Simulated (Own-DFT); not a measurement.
# What a change of functional does to the pressure

Calculated results; nothing here was measured. They come from Own-DFT, an in-house plane-wave density functional program, since retired, whose code no person has reviewed. Each row is one single-point run on a periodic cell that was not relaxed, without spin or spin-orbit coupling.

Known limits, some of them of some rows only: forces on such cells failed a check on a denser k mesh; forces on such cells moved up to 12 meV/angstrom on a denser k mesh; forces on such cells passed a denser k mesh, each cell not checked; stress not checked against mesh or cutoff.

Each cell was run twice at the same cutoff, k mesh and smearing, with PBE and with PBEsol, on PseudoDojo norm-conserving files made for PBE. Atoms were moved at random from their sites; u is the rms move along one axis. Files made for PBEsol would give a somewhat different change.

```
                                        cell  atoms  volume (Å³/atom)  u (Å)  cutoff (hartree)  P with PBE (GPa)  P with PBEsol (GPa)  change (GPa)
                         C11b WSi2 (Si20W10)     30             13.59  0.046                50              2.88                -1.15         -4.03
                         C11b WSi2 (Si20W10)     30             13.17  0.055                50             11.65                 7.44         -4.20
                         C11b WSi2 (Si20W10)     30             13.18  0.052                50             11.51                 7.32         -4.19
D0_22 TiAl3 with two Al vacancies (Al28Ti10)     38             16.46  0.029                42              1.11                -0.72         -1.83
D0_22 TiAl3 with two Al vacancies (Al28Ti10)     38             16.46  0.029                42              1.30                -0.54         -1.84
D0_22 TiAl3 with two Al vacancies (Al28Ti10)     38             16.46  0.078                42              2.69                 0.85         -1.84
                        L1_0 TiAl (Al16Ti16)     32             16.24  0.049                42              0.57                -2.23         -2.80
                        L1_0 TiAl (Al16Ti16)     32             16.06  0.042                42              1.55                -1.30         -2.84
                        L1_0 TiAl (Al16Ti16)     32             16.06  0.048                42              1.76                -1.08         -2.84
                        beta-Si3N4 (N24Si18)     42             10.41  0.020                42              5.49                 3.08         -2.41
                        beta-Si3N4 (N64Si48)    112             10.29  0.046                42             11.47                 9.05         -2.42
                        beta-Si3N4 (N24Si18)     42             10.39  0.050                42              8.90                    ?             ?
```

## Worked reading

Mean change of pressure by composition, in GPa: Si2W, -4.14; AlTi, -2.83; N4Si3, -2.42; Al14Ti5, -1.84. At a fixed cell PBEsol gives the lower pressure, because it favours a smaller volume than PBE. Here the change varies more between materials than between cells of one material.

## Withheld value

Question: what PBEsol pressure should the N24Si18 cell with the blank give?

Adding the mean change of the cells with its composition, -2.42 GPa, to 8.90 gives 6.5 GPa. The calculation gave 6.48 GPa.
